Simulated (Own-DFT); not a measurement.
In3GaP4 (zincblende random alloy, atoms displaced) (calculated)

Computed with Own-DFT development build. A calculation, not a measurement: plane-wave PBE density functional theory by an unreviewed code, no spin, of a simulated periodic cell, stress positive in tension, free energy of the whole cell less one offset for each atom, forces on such cells passed a denser k mesh, this cell's mesh not checked; offsets are fitted by least squares, one for each functional and potential file, so energies compare only between cells with the same atoms and settings and are not formation energies; the far tail of each file's local potential was reset to the Coulomb form; each entry is a single point on an unrelaxed cell, so the pressure reflects the starting lattice, mostly measured values, from which strain is counted, and rises with the displacements; printed positions are rounded, which can move forces by about a meV/angstrom; the program is a retired in-house code; no spin-orbit coupling; before rounding, a Quantum ESPRESSO 7.3.1 run of the same cell and cutoff gave forces within 1 meV/angstrom rms on each cell, which checks the program and not the settings.

Settings shared by all entries: functional PBE; potential files PseudoDojo norm-conserving, scalar-relativistic, standard set; wave cutoff 42 hartree; occupations Fermi-Dirac; smearing width 0.1 eV; k mesh 3 x 3 x 3 centred on Gamma.

(1) In3GaP4 (zincblende random alloy, atoms displaced)

```xyz
64
Lattice="11.5283 0.0000 0.0000 0.0000 11.5283 0.0000 0.0000 0.0000 11.5283" Properties=species:S:1:pos:R:3 In3GaP4
Ga    11.5180    11.5077    11.5059
In     0.0022     2.8450     2.8921
Ga     2.8816     0.0247     2.8925
In     2.9244     2.8792     0.0444
P      1.4457     1.4856     1.4557
P      1.4240     4.3221     4.2977
P      4.3219     1.3988     4.3173
P      4.2902     4.3549     1.4181
In    11.5089     0.0129     5.8329
Ga     0.0057     2.9028     8.6841
In     2.8224    11.5187     8.6309
Ga     2.9666     2.8127     5.7554
P      1.4192     1.3613     7.2231
P      1.4224     4.3127    10.0739
P      4.2791     1.4499    10.1118
P      4.2982     4.3162     7.2270
In    11.4572     5.7596    11.5011
In     0.0186     8.6808     2.9521
In     2.9176     5.7937     2.8487
In     2.9474     8.6640     0.0469
P      1.4247     7.2391     1.4364
P      1.4174    10.1058     4.3517
P      4.2827     7.1639     4.2939
P      4.3101    10.1063     1.4525
In     0.0116     5.7885     5.7659
In     0.0034     8.6384     8.6511
In     2.8528     5.7132     8.6572
In     2.9022     8.6433     5.7028
P      1.3926     7.1339     7.1595
P      1.4149    10.1218    10.0448
P      4.3148     7.1468    10.0669
P      4.3487    10.0698     7.2354
In     5.8085     0.0166    11.5277
In     5.7951     2.8826     2.8985
In     8.6318     0.0047     2.8491
In     8.6667     2.8567    11.5277
P      7.1981     1.4437     1.4256
P      7.2008     4.3567     4.3260
P     10.0401     1.4359     4.2706
P     10.0865     4.3322     1.4266
In     5.7895    11.5275     5.7714
In     5.7174     2.9257     8.6322
Ga     8.6710     0.0267     8.7090
In     8.6504     2.8782     5.7621
P      7.2267     1.4254     7.1934
P      7.1855     4.3331    10.0891
P     10.0764     1.4327    10.0642
P      9.9910     4.3155     7.2709
Ga     5.7437     5.7263    11.4944
In     5.7416     8.6604     2.8849
Ga     8.5932     5.7193     2.8061
In     8.6111     8.5954    11.5245
P      7.2159     7.2291     1.4359
P      7.1649    10.1437     4.3097
P     10.0712     7.1956     4.2976
P     10.0859    10.0752     1.4561
Ga     5.7789     5.7355     5.7387
In     5.7629     8.6523     8.6112
In     8.6564     5.7579     8.6660
In     8.6775     8.5984     5.7458
P      7.2076     7.2352     7.2268
P      7.2005    10.1232    10.1300
P     10.0409     7.2078    10.1198
P     10.1094    10.1132     7.2178
```

The calculation gives: free energy of cell above offsets -31.440 eV; pressure 4.04 GPa; stress xx -4.02 GPa; stress yy -4.05 GPa; stress zz -4.04 GPa; stress yz -0.63 GPa; stress xz 0.09 GPa; stress xy -0.13 GPa.

Force:
```
element  x (eV/Å)  y (eV/Å)  z (eV/Å)
     Ga     0.019     0.074     0.194
     In    -0.211     0.433     0.087
     Ga    -0.306    -0.157    -0.091
     In    -0.559     0.107    -0.434
      P    -0.001    -1.939    -0.264
      P     1.045    -0.669     0.819
      P    -1.045     0.229    -0.093
      P      1.49     0.403    -0.298
     In    -0.337     0.165    -0.993
     Ga    -0.134    -0.192    -0.366
     In     0.892     -0.01     0.251
     Ga    -0.751     0.312     0.053
      P     0.184     2.685    -0.146
      P    -0.729    -0.914    -0.027
      P     0.381    -0.328    -0.447
      P     0.077     0.073    -2.051
     In     0.727     0.215     0.204
     In    -0.179    -0.264    -0.603
     In    -0.951    -0.341     -0.08
     In    -0.717    -0.184    -0.733
      P    -0.176    -0.197    -0.122
      P     0.973     1.085    -0.512
      P     1.481    -0.296     0.989
      P    -0.275     1.122     0.771
     In    -0.916    -1.073    -0.344
     In     -0.11    -0.278    -0.078
     In    -0.201     0.427    -0.299
     In    -0.162    -0.044     0.706
      P     0.945     1.087     0.737
      P    -0.376    -0.088      1.51
      P     0.744    -0.089     0.737
      P    -0.622     0.308    -0.509
     In    -0.814     0.164     0.036
     In    -0.479     0.199    -0.256
     In    -0.064    -0.218    -0.057
     In    -0.268     0.317    -0.119
      P     0.101     0.284     0.195
      P     0.133     1.058    -0.019
      P     0.384    -0.096      0.65
      P    -0.763     0.229      0.96
     In    -0.329     -0.03     0.356
     In     0.466    -0.724     0.264
     Ga    -0.212    -0.265    -0.466
     In    -0.008    -0.016    -0.091
      P     0.391    -0.352     1.176
      P    -0.538     0.396     0.799
      P     0.994    -0.537     -0.37
      P     1.855    -0.749    -0.127
     Ga     0.136     0.191      0.16
     In     0.098    -0.168      0.19
     Ga     0.255     0.342     0.247
     In      0.32     0.829     0.104
      P    -0.707    -1.809      0.22
      P     0.597    -0.801     0.025
      P    -0.619    -1.042    -0.873
      P     0.638     0.503    -0.935
     Ga    -0.223     0.351     0.275
     In     0.122    -0.108     0.797
     In    -0.619     0.397     0.223
     In    -0.393     0.758     0.039
      P    -0.502    -1.138     -0.96
      P     0.833     0.074     -1.23
      P     0.364     0.191    -0.626
      P    -1.351     0.105     0.844
```

(2) In3GaP4 (zincblende random alloy, atoms displaced)

```xyz
64
Lattice="11.5283 0.0000 0.0000 0.0000 11.5283 0.0000 0.0000 0.0000 11.5283" Properties=species:S:1:pos:R:3 In3GaP4
Ga     0.0349     0.0157     0.0489
Ga     0.0255     2.9172     2.8993
In     2.8588     0.0167     2.8300
In     2.8706     2.8788    11.5060
P      1.4631     1.4463     1.4241
P      1.3897     4.3469     4.2440
P      4.3544     1.4346     4.3011
P      4.3157     4.3056     1.4201
In     0.0266    11.5200     5.7261
In    11.5070     2.8898     8.6920
In     2.9082    11.4706     8.6263
In     2.8931     2.9321     5.8010
P      1.4710     1.4547     7.2309
P      1.4618     4.3006    10.0921
P      4.3032     1.4500    10.0940
P      4.3185     4.3069     7.2238
In    11.5065     5.7413    11.4921
In     0.0329     8.6568     2.8732
In     2.8928     5.7931     2.8948
In     2.8164     8.6532    11.5151
P      1.4284     7.2153     1.4294
P      1.4325    10.1306     4.3553
P      4.3697     7.1938     4.3344
P      4.2775    10.0790     1.4574
In    11.4669     5.7591     5.7980
In    11.5180     8.6858     8.5704
In     2.8839     5.7395     8.6534
Ga     2.8752     8.6386     5.7815
P      1.4251     7.1854     7.1664
P      1.4871    10.0797    10.0664
P      4.3375     7.2102    10.1109
P      4.3197    10.0612     7.1522
In     5.7991     0.0148     0.0260
In     5.7899     2.7976     2.9046
In     8.6011    11.5045     2.8789
In     8.6544     2.8925    11.5105
P      7.1347     1.4309     1.4558
P      7.2136     4.3256     4.3051
P     10.0615     1.4654     4.2850
P     10.1085     4.3389     1.4988
In     5.7786    11.4700     5.8132
Ga     5.7689     2.8552     8.6799
In     8.6842     0.0438     8.6582
In     8.6229     2.8880     5.7923
P      7.2111     1.3962     7.2144
P      7.2485     4.3027    10.1097
P     10.0392     1.4234    10.0618
P     10.1211     4.3348     7.2146
In     5.6995     5.7510    11.4968
Ga     5.7296     8.6716     2.8715
In     8.6237     5.7269     2.9068
Ga     8.6816     8.5667    11.4987
P      7.1682     7.1950     1.4718
P      7.2326    10.0930     4.2820
P     10.0680     7.2606     4.3169
P     10.1027    10.1217     1.3482
In     5.7438     5.7519     5.7953
Ga     5.7289     8.5987     8.6460
Ga     8.6756     5.7688     8.6570
In     8.5947     8.6397     5.7935
P      7.2058     7.2122     7.2000
P      7.1974    10.0764    10.0868
P     10.0899     7.1893    10.0531
P     10.0913    10.0643     7.2066
```

It finds free energy of cell above offsets -31.768 eV; pressure 3.93 GPa; stress xx -3.88 GPa; stress yy -3.94 GPa; stress zz -3.97 GPa; stress yz 0.24 GPa; stress xz 0.17 GPa; stress xy -0.23 GPa.

Force:
```
element  x (eV/Å)  y (eV/Å)  z (eV/Å)
     Ga     -0.12    -0.005    -0.573
     Ga    -0.289    -0.362    -0.247
     In     0.241    -0.107     0.765
     In     0.211      0.06     0.226
      P    -1.803     0.284     0.021
      P    -0.252    -0.681      0.34
      P    -0.637     -0.32     0.788
      P     0.053    -0.175     0.545
     In    -0.575     0.697     0.601
     In     0.216    -0.288    -0.232
     In     0.131     0.515    -0.047
     In    -0.334    -0.433    -0.887
      P    -0.369    -0.112    -0.106
      P    -0.321     0.293    -0.056
      P     0.955     0.208    -0.804
      P     1.051    -0.513     0.911
     In     0.156     0.057     0.345
     In    -0.355     0.365    -0.037
     In     0.099    -0.055    -0.371
     In     0.627    -0.197     0.231
      P    -0.051    -0.399    -0.068
      P     1.231    -1.252     0.016
      P    -0.414     1.615    -0.036
      P     0.985    -0.698     0.214
     In     0.271     0.312    -0.971
     In     0.405    -0.416     0.688
     In     0.026     0.468    -0.017
     Ga         0     -0.08    -0.343
      P     1.005     0.669    -0.291
      P    -1.453     0.807     0.528
      P     0.009     0.834    -1.113
      P    -0.134    -1.761     0.525
     In    -0.636    -0.564    -0.394
     In    -0.356     1.119    -0.059
     In     0.658      0.35    -0.659
     In      0.19    -0.341     0.853
      P     1.279     0.176     -0.36
      P    -0.503    -0.294     0.508
      P     0.858     0.491    -0.392
      P     0.548    -0.986      0.07
     In     0.056     0.384    -0.845
     Ga     0.095     0.008    -0.063
     In    -0.509    -1.085    -0.241
     In     0.134     0.059    -0.109
      P    -0.798      1.04     0.671
      P    -0.546     0.506    -1.719
      P     1.536    -0.226     1.445
      P     -1.28     0.259     0.937
     In     0.778    -0.107     0.325
     Ga     0.169    -0.051     0.011
     In     0.265     0.742    -0.093
     Ga    -0.429     0.378     0.106
      P     0.112     1.178    -0.326
      P    -1.248    -1.033    -0.078
      P    -0.019    -0.356     0.032
      P    -0.085    -0.365    -0.591
     In     0.386    -0.163    -0.068
     Ga      0.27     0.274     0.046
     Ga    -0.248    -0.077     -0.12
     In      0.36     0.234    -0.358
      P    -0.256    -0.425     1.745
      P     0.147     -1.38    -0.191
      P    -1.069     0.143    -0.126
      P    -0.424     0.781    -0.502
```

(3) In3GaP4 (zincblende random alloy, atoms displaced)

```xyz
64
Lattice="11.5283 0.0000 0.0000 0.0000 11.5283 0.0000 0.0000 0.0000 11.5283" Properties=species:S:1:pos:R:3 In3GaP4
In    11.5130    11.5187     0.0077
In    11.5233     2.9408     2.9038
In     2.8840     0.0407     2.8354
Ga     2.8643     2.8828     0.0028
P      1.4671     1.4263     1.4320
P      1.4619     4.3402     4.3240
P      4.3565     1.4118     4.3629
P      4.3833     4.3386     1.3998
Ga    11.4975     0.0226     5.7725
Ga     0.0065     2.8410     8.6609
In     2.8870     0.0010     8.5631
In     2.8922     2.8992     5.7992
P      1.4327     1.4258     7.1828
P      1.4260     4.3208    10.1022
P      4.3707     1.4215    10.0706
P      4.3275     4.3151     7.1960
In    11.4971     5.7678     0.0218
In    11.5021     8.6783     2.8633
In     2.9037     5.7528     2.9177
In     2.8711     8.6497    11.5114
P      1.4545     7.2243     1.4307
P      1.4181    10.1391     4.3421
P      4.3419     7.2375     4.3681
P      4.3037    10.1310     1.3830
In    11.4966     5.7428     5.7573
In     0.0270     8.6350     8.6616
In     2.8488     5.7594     8.6630
In     2.9217     8.6943     5.7758
P      1.4427     7.1944     7.1907
P      1.4281    10.1006    10.1067
P      4.3746     7.2101    10.1002
P      4.3491    10.0192     7.2430
Ga     5.7424     0.0047     0.0347
In     5.7814     2.9232     2.9039
Ga     8.6417    11.4930     2.9468
In     8.6506     2.9046     0.0070
P      7.2600     1.4377     1.4043
P      7.2465     4.3253     4.3324
P     10.0958     1.4214     4.2940
P     10.1075     4.3061     1.4858
Ga     5.7634     0.0343     5.7552
In     5.7288     2.9079     8.6244
Ga     8.6625    11.5050     8.6281
In     8.6599     2.8621     5.7840
P      7.1733     1.4802     7.1847
P      7.1958     4.3079    10.0836
P     10.1573     1.4565    10.0468
P     10.1318     4.2903     7.2645
In     5.7505     5.7696    11.5060
Ga     5.7202     8.5979     2.9149
In     8.6316     5.7947     2.8976
In     8.6342     8.6117     0.0681
P      7.2426     7.1765     1.4734
P      7.2149    10.0972     4.2791
P     10.0095     7.2612     4.3411
P     10.0750    10.1007     1.4262
In     5.8024     5.7335     5.7644
In     5.7937     8.6686     8.6305
In     8.6684     5.7512     8.6330
In     8.6160     8.6960     5.7385
P      7.2583     7.1690     7.1700
P      7.2132    10.1048    10.0438
P     10.0984     7.2041    10.1185
P     10.0637    10.1089     7.2040
```

It finds free energy of cell above offsets -32.118 eV; pressure 3.85 GPa; stress xx -3.84 GPa; stress yy -3.84 GPa; stress zz -3.86 GPa; stress yz 0.5 GPa; stress xz -0.25 GPa; stress xy -0.02 GPa.

Force:
```
element  x (eV/Å)  y (eV/Å)  z (eV/Å)
     In     0.114     0.252     -0.08
     In     0.517    -0.816     -0.08
     In     0.259    -0.302     0.683
     Ga     0.281     -0.14     -0.16
      P     0.029     1.359    -0.692
      P    -0.053    -0.135     0.288
      P     0.333    -0.226     0.273
      P    -1.397    -0.867    -0.061
     Ga    -0.001    -0.089    -0.068
     Ga     0.309     0.124    -0.084
     In     0.065     -0.12       0.8
     In    -0.092    -0.358    -0.385
      P    -1.491     0.272    -0.044
      P    -0.029    -1.464     0.058
      P    -0.597    -0.017     1.361
      P    -0.218     0.602     0.125
     In     0.302     -0.12     0.106
     In      0.21    -0.167     0.325
     In     0.237     0.321    -0.576
     In     0.206    -0.039    -0.161
      P    -0.047    -0.258     0.398
      P     -0.43     0.433     0.487
      P     0.587     0.185     -0.83
      P     1.497    -0.487     0.488
     In    -0.103     0.351    -0.056
     In    -0.239      0.18    -0.131
     In     0.413     0.095      0.02
     In    -0.705    -0.087    -0.176
      P     0.036     0.143    -0.193
      P     0.302     0.111    -0.449
      P    -0.551     0.184    -0.451
      P     0.639     1.511    -1.121
     Ga     0.443     0.114     -0.37
     In     0.136    -0.656    -0.238
     Ga     0.092     0.284    -0.677
     In     0.409     -0.19    -0.418
      P    -0.522    -1.432     0.707
      P      0.02      -0.1     0.022
      P    -0.058    -1.116     0.269
      P    -0.512     0.482    -0.292
     Ga     0.188    -0.353     0.149
     In      0.31    -0.237      0.32
     Ga    -0.112     0.413     0.013
     In     0.311     0.001    -0.069
      P     0.149    -1.757     0.222
      P     0.145     0.232    -0.144
      P    -0.704    -0.031    -0.936
      P     0.552    -0.797     0.241
     In     0.657     0.127     0.079
     Ga      0.28     0.456    -0.445
     In     0.439    -0.413     0.139
     In    -0.101     0.527    -0.718
      P    -1.642     0.741     0.388
      P    -1.254      0.66    -0.411
      P     0.933    -0.416    -0.162
      P    -0.821     0.751     0.924
     In    -0.144     0.163    -0.006
     In     0.474    -0.739     0.154
     In    -0.003     0.012     0.421
     In     -0.07     0.132     0.415
      P    -0.313     0.403     0.284
      P     0.312     1.171     0.712
      P    -0.297     0.095    -0.267
      P     0.322     1.042     0.078
```

(4) In3GaP4 (zincblende random alloy, atoms displaced)

```xyz
64
Lattice="11.5283 0.0000 0.0000 0.0000 11.5283 0.0000 0.0000 0.0000 11.5283" Properties=species:S:1:pos:R:3 In3GaP4
In    11.4800     0.0054    11.5262
Ga    11.4777     2.8757     2.8872
Ga     2.9380     0.0366     2.8987
Ga     2.8411     2.8717    11.5098
P      1.4129     1.3934     1.4078
P      1.4523     4.3015     4.3584
P      4.3238     1.4574     4.3300
P      4.3472     4.2929     1.4131
In     0.0157     0.0408     5.7623
In     0.0432     2.9010     8.6843
In     2.8878     0.0237     8.6529
In     2.9047     2.9099     5.7134
P      1.5083     1.3740     7.1862
P      1.4697     4.3012    10.0566
P      4.3627     1.3731    10.0940
P      4.3780     4.3236     7.2140
In     0.0246     5.7889     0.0001
In    11.5086     8.6802     2.8681
Ga     2.8964     5.7700     2.8822
In     2.8292     8.6491    11.5196
P      1.4601     7.2172     1.3982
P      1.4146    10.0723     4.2868
P      4.2777     7.2240     4.3490
P      4.3237    10.0908     1.3540
In     0.0064     5.7173     5.7409
Ga    11.5147     8.5664     8.6582
In     2.9284     5.7855     8.6924
In     2.8935     8.6722     5.7772
P      1.5041     7.2213     7.2101
P      1.4205    10.0798    10.0905
P      4.3325     7.1802    10.1127
P      4.2979    10.0823     7.1935
In     5.7521    11.4990     0.0316
Ga     5.7280     2.8980     2.8696
In     8.6316     0.0000     2.8787
In     8.6451     2.8529     0.0147
P      7.2407     1.4101     1.4728
P      7.2172     4.3455     4.3854
P     10.1362     1.4633     4.2991
P     10.0862     4.2951     1.3924
In     5.6974     0.0216     5.7509
Ga     5.7297     2.8702     8.6805
In     8.6580     0.0601     8.6408
In     8.6909     2.8974     5.7446
P      7.2393     1.4334     7.1470
P      7.2166     4.3062    10.1225
P     10.1065     1.3931    10.1266
P     10.0624     4.3185     7.1346
In     5.7031     5.7640     0.0028
In     5.6911     8.6683     2.9111
In     8.6358     5.7824     2.8814
In     8.6452     8.6370     0.0083
P      7.1696     7.1970     1.4298
P      7.1982    10.0971     4.3102
P     10.0749     7.1851     4.3786
P     10.1132    10.1450     1.4397
In     5.7282     5.7450     5.7348
Ga     5.7876     8.5873     8.6660
In     8.6700     5.7810     8.6406
In     8.6628     8.6605     5.7695
P      7.2075     7.1648     7.2324
P      7.2171    10.0960    10.1032
P     10.0551     7.1879    10.0091
P     10.0442    10.0749     7.1420
```

To be estimated
1. In3GaP4 (zincblende random alloy, atoms displaced) (entry 4): stress yy?
2. What stress xx does the calculation give for In3GaP4 (zincblende random alloy, atoms displaced) (entry 4)?
3. Give the missing stress zz for In3GaP4 (zincblende random alloy, atoms displaced) (entry 4).

## Answers
1. -4.14 GPa
2. -4.15 GPa
3. -4.07 GPa

Further results for In3GaP4 (zincblende random alloy, atoms displaced) (entry 4):

- free energy of cell above offsets: -31.039 eV
- pressure: 4.12 GPa
- stress yz: 0.33 GPa
- stress xz: -0.62 GPa
- stress xy: -0.27 GPa

Force:
```
element  x (eV/Å)  y (eV/Å)  z (eV/Å)
     In     0.776    -0.412     -0.13
     Ga     0.513     0.093    -0.336
     Ga    -0.416    -0.307    -0.358
     Ga     0.225    -0.302     0.115
      P     1.028     1.188     1.099
      P    -0.181     0.228    -2.202
      P     0.009      0.12    -1.827
      P    -1.263    -0.714     0.984
     In    -0.034    -0.549    -0.074
     In    -0.506    -0.615    -0.832
     In     0.082    -0.672      0.24
     In      0.09     -0.21     0.876
      P    -0.435     1.124     0.011
      P      0.73     -0.12     1.185
      P    -0.294     1.983     0.037
      P    -0.002    -0.886     0.839
     In    -0.208    -0.311    -0.371
     In    -0.108    -0.642     0.024
     Ga     -0.12    -0.172    -0.062
     In     0.462     0.113    -0.371
      P     0.323    -0.823     1.455
      P     1.163     1.029    -0.284
      P    -0.491     -0.98    -0.903
      P    -1.101     0.313     1.634
     In     0.334     0.624     0.446
     Ga      0.18     0.565    -0.406
     In    -0.108    -0.324    -0.602
     In    -0.505     0.212    -0.242
      P    -1.278     0.077     0.637
      P    -0.875    -0.532    -0.942
      P     0.507     1.398    -0.638
      P     1.106    -0.611     1.101
     In     0.759     0.376    -0.184
     Ga     0.494    -0.111     0.164
     In      0.37    -0.057     0.436
     In    -0.138    -0.155    -0.176
      P    -1.341     1.029     0.339
      P    -0.709    -0.851    -1.463
      P     0.182     0.462    -0.664
      P     0.745    -0.122     1.158
     In     0.669    -0.363     0.243
     Ga     0.504    -0.055    -0.184
     In    -0.132    -0.639    -0.144
     In    -0.386    -0.485     -0.26
      P    -1.048     0.813     0.851
      P    -0.745    -0.441    -0.918
      P    -0.204     0.906    -0.651
      P       0.6      0.01     1.154
     In     0.801    -0.229    -0.033
     In     0.362    -0.018    -0.395
     In     0.059    -0.251    -0.114
     In     0.135     0.098     0.031
      P    -0.027     0.197     0.254
      P    -0.191    -0.099     0.244
      P     0.281     0.202    -0.698
      P    -0.624    -0.752     0.046
     In     0.235     0.445     0.286
     Ga     0.013     0.323    -0.086
     In    -0.518     -0.95    -0.259
     In     -0.83    -0.374    -0.108
      P     -0.89         1     0.082
      P    -0.618    -0.649     -0.95
      P     1.248     0.919      0.46
      P     1.339    -0.064     1.438
```
